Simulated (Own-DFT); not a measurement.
# Point defects and the pressure they add: wurtzite GaN

The numbers are computed, not measured, by runs of the plane-wave DFT program Own-DFT (in-house, retired, unreviewed) at fixed positions, with no spin and no spin-orbit coupling.

Common settings: PBE; PseudoDojo norm-conserving scalar-relativistic files; cutoff 42 hartree; 4 x 4 x 3 k mesh centred on Gamma; Fermi-Dirac smearing of 0.1 eV.

Keep in mind (not all hold for every row): not probed for a lower state with spin; forces not confirmed at this smearing and k mesh; stress not checked against mesh or cutoff.

All runs share one cell, with vectors in Å (9.567, 0.000, 0.000); (-4.784, 8.285, 0.000); (0.000, 0.000, 10.370) and a volume of 822.0 Å³. The atoms are randomly displaced, by u rms on each axis. The defect's site can differ from row to row.

| cell | formula | u (Å) | P (GPa) |
|---|---|---|---|
| no defect | Ga36N36 | 0.0201 | 5.90 |
| no defect | Ga36N36 | 0.0502 | 7.82 |
| no defect | Ga36N36 | 0.0512 | 7.68 |
| one N on a Ga site | Ga35N37 | 0.0297 | 5.33 |
| one N on a Ga site | Ga35N37 | 0.0310 | 5.63 |
| one N on a Ga site | Ga35N37 | 0.0478 | 6.55 |
| one N on a Ga site | Ga35N37 | 0.0542 | ? |
| one Ga on an N site | Ga37N35 | 0.0291 | 12.14 |
| one Ga on an N site | Ga37N35 | 0.0297 | 11.89 |
| one Ga on an N site | Ga37N35 | 0.0499 | 13.27 |

## Working it out

P = P0 + c u² + a shift for each defect gives P0 = 5.62 GPa, c = 816 ± 57 GPa/Å² and a scatter of 0.14 GPa. The shifts, and each times the cell's volume:

- one Ga on an N site: 5.66 ± 0.12 GPa, 29.1 eV
- one N on a Ga site: -0.91 ± 0.12 GPa, -4.7 eV

Against the defect-free cell, a freed cell would be larger where the shift is positive and smaller where it is negative (160.2 GPa Å³ is 1 eV). The atoms around the defects weren't relaxed, which would change these numbers.

## Check

Asked: what pressure belongs in the blank (one N on a Ga site, u = 0.0542 Å)?

The fit gives 7.11 ± 0.19 GPa. The calculation gave 7.06 GPa.
